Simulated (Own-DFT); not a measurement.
InAs (zincblende, strongly disordered by large displacements), GaP (zincblende, strongly disordered by large displacements) (calculated)

A calculation, not a measurement: plane-wave PBE density functional theory by an unreviewed code, no spin, of a simulated periodic cell, stress positive in tension, free energy of the whole cell less one offset for each atom, forces on such cells passed a denser k mesh, this cell's mesh not checked; broken bonds can close the gap or carry spin, so checks made on this kind of crystal may not hold here; offsets are fitted by least squares, one for each functional and potential file, so energies compare only between cells with the same atoms and settings and are not formation energies; the far tail of each file's local potential was reset to the Coulomb form; each entry is a single point on an unrelaxed cell, so the pressure reflects the starting lattice, mostly measured values (interpolated for alloys), from which strain is counted, and rises with the displacements; printed positions are rounded, which can move forces by about a meV/angstrom; the program, named Own-DFT, is a retired in-house code; no spin-orbit coupling. Program: Own-DFT development build.

Settings shared by all entries: functional PBE; potential files PseudoDojo norm-conserving, scalar-relativistic, standard set; wave cutoff 42 hartree; occupations Fermi-Dirac; smearing width 0.1 eV; k mesh 3 x 3 x 3 centred on Gamma.

(1) InAs (zincblende, strongly disordered by large displacements)

```
InAs
1.0
     12.1166     0.0000     0.0000
      0.0000    12.1166     0.0000
      0.0000     0.0000    12.1166
In As In As In As In As In As In As In As In As
4 4 4 4 4 4 4 4 4 4 4 4 4 4 4 4
Direct
  0.97406 0.00281 0.02092
  0.00648 0.23809 0.25307
  0.24091 0.99526 0.23584
  0.27609 0.23298 0.99682
  0.11119 0.12659 0.12422
  0.09973 0.39278 0.35925
  0.35685 0.09844 0.38029
  0.39457 0.37674 0.12022
  0.99530 0.98410 0.49704
  0.99554 0.21772 0.74837
  0.25974 0.97311 0.75345
  0.24640 0.25388 0.49545
  0.10198 0.12272 0.63238
  0.12867 0.38549 0.85742
  0.36635 0.13141 0.84397
  0.38344 0.35881 0.61352
  0.99291 0.49181 0.98403
  0.99648 0.74187 0.27676
  0.27977 0.47528 0.24683
  0.26876 0.75357 0.99967
  0.13415 0.62104 0.15385
  0.14821 0.88985 0.40390
  0.37707 0.63257 0.36162
  0.38857 0.87405 0.12735
  0.00398 0.50764 0.47081
  0.02993 0.75472 0.77859
  0.24806 0.51155 0.75449
  0.24714 0.75713 0.50607
  0.10034 0.63928 0.62130
  0.13984 0.88863 0.87953
  0.36614 0.64153 0.86016
  0.37794 0.84245 0.61554
  0.53042 0.97574 0.99587
  0.50884 0.25928 0.24986
  0.74586 0.99202 0.25135
  0.74792 0.25920 0.99545
  0.61117 0.09443 0.13770
  0.62109 0.38984 0.39049
  0.87702 0.13129 0.38597
  0.87791 0.36415 0.11644
  0.49743 0.96495 0.49771
  0.49258 0.25072 0.75784
  0.74836 0.01084 0.73565
  0.75435 0.24650 0.50287
  0.63345 0.12470 0.64825
  0.62735 0.39220 0.88854
  0.88154 0.10446 0.89286
  0.87690 0.36105 0.63998
  0.49640 0.50281 0.98035
  0.50057 0.74888 0.21655
  0.74664 0.47346 0.28563
  0.75000 0.75225 0.00556
  0.62727 0.61191 0.14141
  0.65063 0.89048 0.37147
  0.87242 0.60085 0.38243
  0.90482 0.88503 0.14200
  0.49001 0.48872 0.48240
  0.52977 0.76215 0.74365
  0.74860 0.51730 0.73309
  0.76628 0.72477 0.52266
  0.60969 0.62838 0.64606
  0.64675 0.87893 0.86031
  0.89259 0.62291 0.90304
  0.86204 0.89470 0.64020
```

- hardware: one NVIDIA H200
- free energy of cell above offsets: -6.943 eV
- pressure: 7.91 GPa
- stress xx: -8.05 GPa
- stress yy: -8.13 GPa
- stress zz: -7.56 GPa
- stress yz: 0.23 GPa
- stress xz: 1.45 GPa
- stress xy: 2.25 GPa
- wall time: 1161 s

Force:
```tsv
element	x (eV/Å)	y (eV/Å)	z (eV/Å)
In	4.104	0.861	-1.557
In	-1.503	0.937	0.537
In	-0.08	-0.008	-0.021
In	-1.663	1.128	0.598
As	2.298	-0.397	-1.258
As	4.266	-2.924	-1.805
As	1.164	1.457	0.091
As	0.229	-1.371	-1.61
In	-0.978	1.214	0.975
In	-2.04	3.132	3.475
In	0.862	1.608	-2.729
In	-1.49	-0.78	-0.326
As	4.24	-2.845	-3.444
As	-0.548	-2.286	1.282
As	-0.272	-2.558	1.716
As	-0.653	1.576	0.618
In	3.397	-2.857	3.09
In	1.381	0.449	-0.206
In	-2.36	1.75	1.306
In	-1.825	-0.11	1.348
As	0.104	-0.111	-1.481
As	-1.426	0.425	-2.905
As	-0.07	-0.023	0.714
As	-2.049	2.368	-1.824
In	1.33	-0.69	6.192
In	-2.279	-0.424	-0.469
In	-0.057	-0.143	-2.269
In	-1.063	-4.09	-0.82
As	1.254	-0.987	-0.581
As	-1.19	-0.191	3.254
As	2.253	-0.205	-0.011
As	1.935	1.901	2.786
In	-2.037	0.722	-0.566
In	-0.19	-1.678	0.856
In	3.785	2.744	-2.083
In	-0.402	-1.909	0.396
As	0.544	2.96	-0.38
As	-0.318	-5.315	0.845
As	0.111	-1.183	-1.329
As	0.149	0.526	1.739
In	0.589	1.712	-0.324
In	2.759	1.649	-0.626
In	1.526	0.152	3.79
In	-0.809	0.431	1.172
As	-3.848	2.906	-3.42
As	1.042	-1.508	-2.748
As	-2.807	2.705	-2.839
As	-0.073	1.363	-0.761
In	-1.265	2.313	1.303
In	1.691	-1.093	3.231
In	2.948	1.694	-5.037
In	0.605	-0.464	0.977
As	1.039	-0.651	-1.431
As	-2.819	-4.755	3.446
As	-3.176	3.804	-1.669
As	-3.294	-4.127	3.133
In	-2.693	3.051	2.305
In	-3.375	2.229	2.456
In	2.01	-1.677	1.959
In	-0.645	1.575	-0.082
As	1.036	-3.256	-4.584
As	0.658	-0.517	1.02
As	-3.227	3.918	-3.548
As	3.219	-4.127	-1.865
```

(2) InAs (zincblende, strongly disordered by large displacements)

```
InAs
1.0
     12.1166     0.0000     0.0000
      0.0000    12.1166     0.0000
      0.0000     0.0000    12.1166
In As In As In As In As In As In As In As In As
4 4 4 4 4 4 4 4 4 4 4 4 4 4 4 4
Direct
  0.99459 0.02649 0.00389
  0.98685 0.24061 0.26573
  0.26233 0.01411 0.27376
  0.24787 0.27358 0.99176
  0.12617 0.14814 0.12844
  0.13578 0.35819 0.33547
  0.36797 0.18319 0.36020
  0.37236 0.41500 0.10448
  0.99773 0.93651 0.49483
  0.98198 0.27827 0.71765
  0.30412 0.96572 0.71654
  0.24219 0.23811 0.48754
  0.15733 0.12325 0.64529
  0.13183 0.38700 0.91518
  0.40522 0.14750 0.87747
  0.38725 0.36285 0.66759
  0.01863 0.52247 0.96928
  0.97442 0.77985 0.24854
  0.23240 0.52950 0.27056
  0.24509 0.76044 0.99955
  0.12277 0.59508 0.15863
  0.15751 0.87162 0.35585
  0.38267 0.67428 0.42330
  0.34559 0.85583 0.10773
  0.99699 0.48287 0.52284
  0.98285 0.76414 0.75235
  0.30524 0.50500 0.79022
  0.25010 0.75671 0.50411
  0.06022 0.63277 0.57159
  0.14045 0.85977 0.87059
  0.36126 0.64183 0.87383
  0.35832 0.87238 0.58023
  0.52432 0.02550 0.02338
  0.50238 0.24944 0.28025
  0.72998 0.99323 0.18863
  0.76865 0.25717 0.97357
  0.60226 0.14521 0.13823
  0.64242 0.35768 0.37478
  0.89351 0.12899 0.36570
  0.89325 0.35785 0.08392
  0.54601 0.97982 0.52346
  0.49987 0.28647 0.76836
  0.71828 0.06660 0.76358
  0.75057 0.26214 0.47640
  0.61941 0.13936 0.58337
  0.65611 0.37329 0.88365
  0.84565 0.12963 0.87312
  0.87612 0.37175 0.59636
  0.49384 0.52486 0.00358
  0.50454 0.70878 0.23913
  0.69794 0.53914 0.26134
  0.70156 0.71579 0.98793
  0.60557 0.60174 0.13329
  0.57456 0.87873 0.37534
  0.85879 0.59845 0.34626
  0.87189 0.90416 0.20271
  0.47824 0.49221 0.51804
  0.51787 0.67836 0.75213
  0.74434 0.51015 0.73515
  0.70565 0.73087 0.45416
  0.64464 0.59443 0.62312
  0.68112 0.85465 0.87592
  0.86262 0.62009 0.88801
  0.88139 0.87969 0.60477
```

- hardware: one NVIDIA H200
- free energy of cell above offsets: 40.670 eV
- pressure: 17.46 GPa
- stress xx: -18.59 GPa
- stress yy: -17.73 GPa
- stress zz: -16.05 GPa
- stress yz: 0.21 GPa
- stress xz: -3.92 GPa
- stress xy: 1.56 GPa
- wall time: 1175 s

Force:
```tsv
element	x (eV/Å)	y (eV/Å)	z (eV/Å)
In	0.628	-0.964	0.04
In	2.135	4.336	-5.153
In	0.919	1.778	-2.372
In	4.54	-4.518	2.953
As	0.817	-0.899	-0.092
As	0.398	0.762	2.293
As	-4.889	-6.103	2.327
As	-1.558	-2.315	2.752
In	7.426	4.57	-6.63
In	3.929	-3.333	3.867
In	-3.382	5.52	7.895
In	-2.922	1.393	3.2
As	-1.281	0.096	-0.102
As	-1.443	0.833	-6.401
As	-1.536	-2.38	0.779
As	-7.663	4.435	-8.03
In	-2.015	2.049	2.954
In	7.478	-9.789	2.87
In	8.002	-3.382	6.556
In	-4.295	-5.005	-1.459
As	-7.574	5.977	-7.872
As	-2.734	-1.364	0.617
As	6.366	-6.117	-4.781
As	6.283	4.987	5.92
In	1.179	-4.831	-6.476
In	0.147	-0.729	0.068
In	-5.28	-8.76	-4.54
In	-11.49	-2.585	0.768
As	4.647	9.682	3.54
As	-2.074	2.375	-2.117
As	3.283	7.846	4.752
As	8.181	1.125	-1.602
In	-3.337	-4.36	-4.163
In	5.848	4.23	-4.868
In	-8.389	5.101	0.712
In	-1.317	0.755	5.344
As	3.391	3.144	1.362
As	-4.583	6.072	-3.601
As	-4.453	-5.107	4.601
As	1.622	1.607	2.467
In	-2.745	-0.589	2.528
In	8.168	-4.361	5.366
In	-4.181	-3.179	-4.375
In	5.202	-4.897	2.656
As	0.543	3.316	3.173
As	-3.653	3.954	-2.455
As	7.836	-2.399	-0.223
As	-6.481	-0.819	1.079
In	-0.448	-1.486	-4.532
In	-5.164	5.129	3.404
In	4.385	-5.941	6.486
In	1.153	-3.349	3.333
As	-0.127	2.052	-8.021
As	1.78	-2.81	-5.771
As	2.708	1.584	1.879
As	2.414	3.02	-3.461
In	0.225	-0.252	-0.717
In	0.461	2.629	0.45
In	6.311	-5.357	6.437
In	1.519	0.149	0.563
As	-4.692	4.444	-7.401
As	-1.866	5.228	-3.919
As	0.014	0.898	-1.429
As	-8.366	-3.094	6.574
```

(3) InAs (zincblende, strongly disordered by large displacements)

```
InAs
1.0
     12.1166     0.0000     0.0000
      0.0000    12.1166     0.0000
      0.0000     0.0000    12.1166
In As In As In As In As In As In As In As In As
4 4 4 4 4 4 4 4 4 4 4 4 4 4 4 4
Direct
  0.96756 0.95221 0.99571
  0.98128 0.22766 0.20836
  0.26761 0.98424 0.24135
  0.26999 0.23787 0.09206
  0.15409 0.07789 0.12614
  0.10456 0.35881 0.38308
  0.37246 0.12145 0.31711
  0.39755 0.37205 0.10221
  0.96549 0.01609 0.52190
  0.02309 0.23823 0.74053
  0.21405 0.00064 0.71346
  0.24141 0.27035 0.45240
  0.15210 0.14697 0.63532
  0.11567 0.39337 0.83426
  0.38423 0.17172 0.84039
  0.44233 0.40177 0.64023
  0.02146 0.50607 0.04378
  0.01095 0.77337 0.26668
  0.25305 0.49522 0.22535
  0.30188 0.72067 0.00158
  0.16338 0.63853 0.07528
  0.07694 0.87365 0.39471
  0.36408 0.59744 0.39270
  0.37546 0.86675 0.13969
  0.00058 0.49094 0.49705
  0.96904 0.73615 0.76435
  0.30528 0.49299 0.70196
  0.25187 0.76613 0.50721
  0.11209 0.64836 0.63132
  0.09966 0.88048 0.84986
  0.39388 0.61002 0.90293
  0.40215 0.85877 0.62275
  0.49775 0.97500 0.97170
  0.50512 0.27023 0.27667
  0.74132 0.02917 0.22368
  0.79050 0.26181 0.99435
  0.60787 0.09601 0.13159
  0.63401 0.34834 0.36830
  0.88048 0.10010 0.39122
  0.89484 0.38041 0.18482
  0.51380 0.01698 0.51503
  0.52700 0.26260 0.70540
  0.72042 0.00234 0.72252
  0.74995 0.26857 0.50247
  0.59777 0.11509 0.63764
  0.59270 0.42438 0.87869
  0.91522 0.17015 0.86338
  0.88422 0.35300 0.62073
  0.47783 0.48954 0.00191
  0.51289 0.79101 0.21622
  0.74777 0.45684 0.24577
  0.79095 0.72552 0.05260
  0.63276 0.62418 0.08803
  0.60818 0.87634 0.38233
  0.88925 0.61346 0.33683
  0.88957 0.86430 0.17526
  0.54617 0.50459 0.49285
  0.50681 0.74649 0.77192
  0.74217 0.45080 0.74740
  0.70449 0.74797 0.45718
  0.61573 0.65519 0.61829
  0.61354 0.87898 0.82106
  0.87827 0.65254 0.89136
  0.87091 0.83628 0.63888
```

* hardware: one NVIDIA H200
* free energy of cell above offsets: 36.518 eV
* pressure: 15.83 GPa
* stress xx: -17.7 GPa
* stress yy: -16.67 GPa
* stress zz: -13.13 GPa
* stress yz: 2.03 GPa
* stress xz: -1.64 GPa
* stress xy: 2.84 GPa
* wall time: 1422 s

Force:
```tsv
element	x (eV/Å)	y (eV/Å)	z (eV/Å)
In	0.455	1.398	-0.415
In	4.311	-7.399	2.141
In	-2.574	-2.931	3.769
In	-2.209	-2.393	-1.944
As	-4.979	1.917	-3.154
As	-4.356	2.833	-4.654
As	1.631	2.624	3.96
As	-0.927	-2.96	6.36
In	3.749	-3.839	5.996
In	2.052	3.399	-2.946
In	3.909	-6.02	3.491
In	5.875	-4.29	3.184
As	-0.362	3.995	-6.417
As	1.316	1.728	1.306
As	-0.914	-1.332	1.419
As	1.039	1.466	-5.881
In	-1.712	-1.415	-2.11
In	2.959	-8.295	-2.127
In	-0.037	0.552	1.171
In	0.194	8.659	1.191
As	-5.247	-1.908	5.117
As	5.379	4.294	5.629
As	0.089	0.425	-0.618
As	-4.078	1.384	-6.206
In	-0.405	2.266	0.703
In	5.51	1.253	-2.171
In	-7.699	4.277	3.388
In	-0.564	-0.536	-0.91
As	0.927	-1.743	-0.539
As	1.514	-0.352	0.6
As	0.4	0.575	-10.3
As	-1.633	1.237	-0.006
In	-0.646	1.54	-0.199
In	-4.661	-3.194	-5.085
In	5.83	-3.437	5.071
In	-1.843	0.771	0.863
As	-5.261	4.029	-4.536
As	2.801	3.808	3.338
As	-4.391	4.769	-6.052
As	3.023	2.949	-4.78
In	-4.271	-3.768	-5.397
In	0.334	-0.137	6.762
In	5.939	-0.921	0.632
In	0.723	-3.542	0.431
As	4.476	1.218	-0.853
As	4.616	-4.17	-3.771
As	-4.629	-5.072	4.915
As	0.763	1.355	0.855
In	3.767	2.753	2.967
In	6.617	-5.198	3.666
In	-5.287	5.715	0.907
In	1.261	1.832	-0.015
As	-2.653	-1.427	2.479
As	-2.827	5.762	-3.674
As	-1.351	-0.69	1.289
As	-5.685	4.624	-4.273
In	-0.951	0.765	-1.109
In	-4.382	-5.479	-1.136
In	0.866	1.967	-0.399
In	5.615	-4.891	2.738
As	1.542	-1.563	0.518
As	3.176	2.768	4.975
As	-3.037	-5.689	3.86
As	-3.084	3.684	-4.015
```

(4) GaP (zincblende, strongly disordered by large displacements)

```
GaP
1.0
     10.9010     0.0000     0.0000
      0.0000    10.9010     0.0000
      0.0000     0.0000    10.9010
Ga P Ga P Ga P Ga P Ga P Ga P Ga P Ga P
4 4 4 4 4 4 4 4 4 4 4 4 4 4 4 4
Direct
  0.98293 0.98117 0.96630
  0.99635 0.24379 0.22736
  0.27639 0.00674 0.24715
  0.25806 0.26352 0.99188
  0.12015 0.11942 0.12624
  0.13206 0.33096 0.38941
  0.40332 0.14931 0.38535
  0.35396 0.36635 0.09486
  0.00156 0.99387 0.47403
  0.00435 0.23221 0.76306
  0.26809 0.01531 0.74800
  0.23927 0.23238 0.49564
  0.13825 0.12377 0.63805
  0.08115 0.36150 0.90203
  0.38964 0.11050 0.88530
  0.37040 0.36942 0.62375
  0.00100 0.50580 0.98925
  0.01237 0.76155 0.25405
  0.24820 0.51548 0.25382
  0.25246 0.74628 0.01723
  0.11454 0.63234 0.12558
  0.12576 0.88244 0.36960
  0.34963 0.64593 0.37347
  0.39236 0.88006 0.12260
  0.99861 0.50124 0.48940
  0.02916 0.73839 0.79309
  0.25687 0.47767 0.75886
  0.25381 0.74700 0.52329
  0.10405 0.64052 0.63468
  0.09691 0.89419 0.86827
  0.37203 0.60161 0.88899
  0.40006 0.86966 0.64414
  0.47738 0.99936 0.99831
  0.49289 0.22747 0.25416
  0.74616 0.98647 0.26249
  0.72439 0.21816 0.03337
  0.65174 0.13065 0.16642
  0.60549 0.36087 0.39628
  0.88535 0.10577 0.34577
  0.85758 0.37286 0.12475
  0.48967 0.03730 0.49325
  0.51306 0.24811 0.75344
  0.77096 0.03380 0.72917
  0.73490 0.23435 0.48751
  0.61755 0.12887 0.63573
  0.65898 0.37756 0.87222
  0.88100 0.12433 0.89090
  0.88449 0.35841 0.60550
  0.50742 0.50827 0.02600
  0.48376 0.73012 0.24041
  0.72466 0.48731 0.27175
  0.75964 0.77327 0.99546
  0.64474 0.61970 0.13422
  0.63035 0.84711 0.34596
  0.89383 0.60899 0.38099
  0.87949 0.88174 0.15556
  0.47033 0.48393 0.50832
  0.48924 0.76468 0.75324
  0.77207 0.48972 0.72545
  0.75068 0.77413 0.48500
  0.64046 0.66797 0.61717
  0.62448 0.88912 0.88230
  0.86545 0.60565 0.88829
  0.85183 0.89610 0.60962
```

- hardware: one NVIDIA H100
- free energy of cell above offsets: -3.399 eV
- pressure: 9.7 GPa
- stress xx: -8.32 GPa
- stress yy: -10.15 GPa
- stress zz: -10.62 GPa
- stress yz: 2.3 GPa
- stress xz: -0.78 GPa
- stress xy: 2.69 GPa
- wall time: 549 s

Force:
```tsv
element	x (eV/Å)	y (eV/Å)	z (eV/Å)
Ga	-3.511	2.322	7.92
Ga	-0.367	1.172	0.834
Ga	-1.716	0.435	0.499
Ga	-5.707	-6.028	-4.212
P	2.068	-0.884	-1.822
P	-4.141	5.735	-4.803
P	-8.335	-0.773	0.669
P	6.08	5.421	7.262
Ga	-1.184	0.825	2.82
Ga	-0.655	0.966	-1.595
Ga	-0.087	-2.112	0.285
Ga	3.784	-1.64	3.528
P	-1.356	-0.711	-0.992
P	4.591	-2.102	-2.522
P	-2.975	5.456	-3.271
P	-1.527	-2.74	2.013
Ga	-1.337	1.63	3.86
Ga	-1.007	-1.778	0.371
Ga	-1.217	-2.395	-0.767
Ga	0.076	0.351	-1.356
P	0.284	-0.85	0.057
P	3.748	-0.691	0.595
P	1.558	-1.799	0.768
P	-2.103	-1.913	1.614
Ga	2.965	-3.231	2.922
Ga	-3.368	-3.045	-1.283
Ga	-2.168	0.836	0.485
Ga	-1.137	1.654	0.567
P	1.801	-2.021	-0.856
P	8.973	-1.74	-2.82
P	0.35	2.096	-0.448
P	-5.553	5.623	-6.122
Ga	5.472	-1.957	1.899
Ga	3.074	5	-5.687
Ga	-0.124	-0.712	0.308
Ga	4.439	5.467	-7.198
P	-5.337	-3.364	3.172
P	-0.789	1.437	-1.589
P	-0.684	2.285	2.213
P	0.475	0.385	0.434
Ga	4.207	-6.524	4.409
Ga	-0.629	2.128	1.721
Ga	-0.577	-0.761	1.876
Ga	2.224	-0.68	0.51
P	0.587	-0.536	-1.931
P	-2.25	-1.041	0.99
P	-3.19	1.726	-0.911
P	0.088	-0.706	0.422
Ga	0.416	-1.445	-1.489
Ga	1.79	0.181	-0.279
Ga	1.943	-0.405	0.253
Ga	0.262	-0.873	1.014
P	-1.235	1.133	-0.184
P	-2.596	1.22	0.677
P	-3.575	3.599	-3.213
P	0.319	-0.689	-4.178
Ga	2.553	3.747	-1.804
Ga	5.054	-5.507	5.404
Ga	-0.883	1.214	-0.068
Ga	1.248	-1.466	-0.143
P	-1.64	-3.51	1.642
P	0.036	0.291	-0.694
P	-0.578	2.733	-1.789
P	3.072	-0.438	0.011
```
